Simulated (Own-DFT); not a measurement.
# One host, several defects: wurtzite GaN

No measurement is shown. These are fixed-geometry runs of a retired plane-wave code named Own-DFT, which no person has reviewed; spin and spin-orbit coupling are neglected.

Common settings: PBE; PseudoDojo norm-conserving scalar-relativistic files; cutoff 42 hartree; 4 x 4 x 3 k mesh centred on Gamma; Fermi-Dirac smearing of 0.1 eV.

Known weak points (not all hold for every row): not probed for a lower state with spin; forces not confirmed at this smearing and k mesh; stress not checked against mesh or cutoff.

All runs share one cell, with vectors in Å (9.567, 0.000, 0.000); (-4.784, 8.285, 0.000); (0.000, 0.000, 10.370) and a volume of 822.0 Å³. Atoms were moved at random from their sites; u is the rms move along one axis. The defect's site can differ from row to row.

```
cell,formula,u (Å),P (GPa)
no defect,Ga36N36,0.0181,5.85
no defect,Ga36N36,0.0205,5.89
no defect,Ga36N36,0.0525,7.90
one N on a Ga site,Ga35N37,0.0277,5.42
one N on a Ga site,Ga35N37,0.0307,5.41
one N on a Ga site,Ga35N37,0.0549,7.19
one Ga on an N site,Ga37N35,0.0296,11.90
one Ga on an N site,Ga37N35,0.0311,?
one Ga on an N site,Ga37N35,0.0481,13.10
one Ga on an N site,Ga37N35,0.0494,13.28
```

## Fit

P = P0 + c u² + a shift for each defect gives P0 = 5.56 GPa, c = 842 ± 21 GPa/Å² and a scatter of 0.06 GPa. The shifts, and each times the cell's volume:

- one Ga on an N site: 5.62 ± 0.05 GPa, 28.8 eV
- one N on a Ga site: -0.88 ± 0.05 GPa, -4.5 eV

Against the defect-free cell, a freed cell would be larger where the shift is positive and smaller where it is negative (160.2 GPa Å³ is 1 eV). The atoms around the defects weren't relaxed, which would change these numbers.

## Withheld run

Question: what pressure belongs in the blank (one Ga on an N site, u = 0.0311 Å)?

Estimate: 12.00 ± 0.07 GPa. The run itself gave 12.09 GPa.
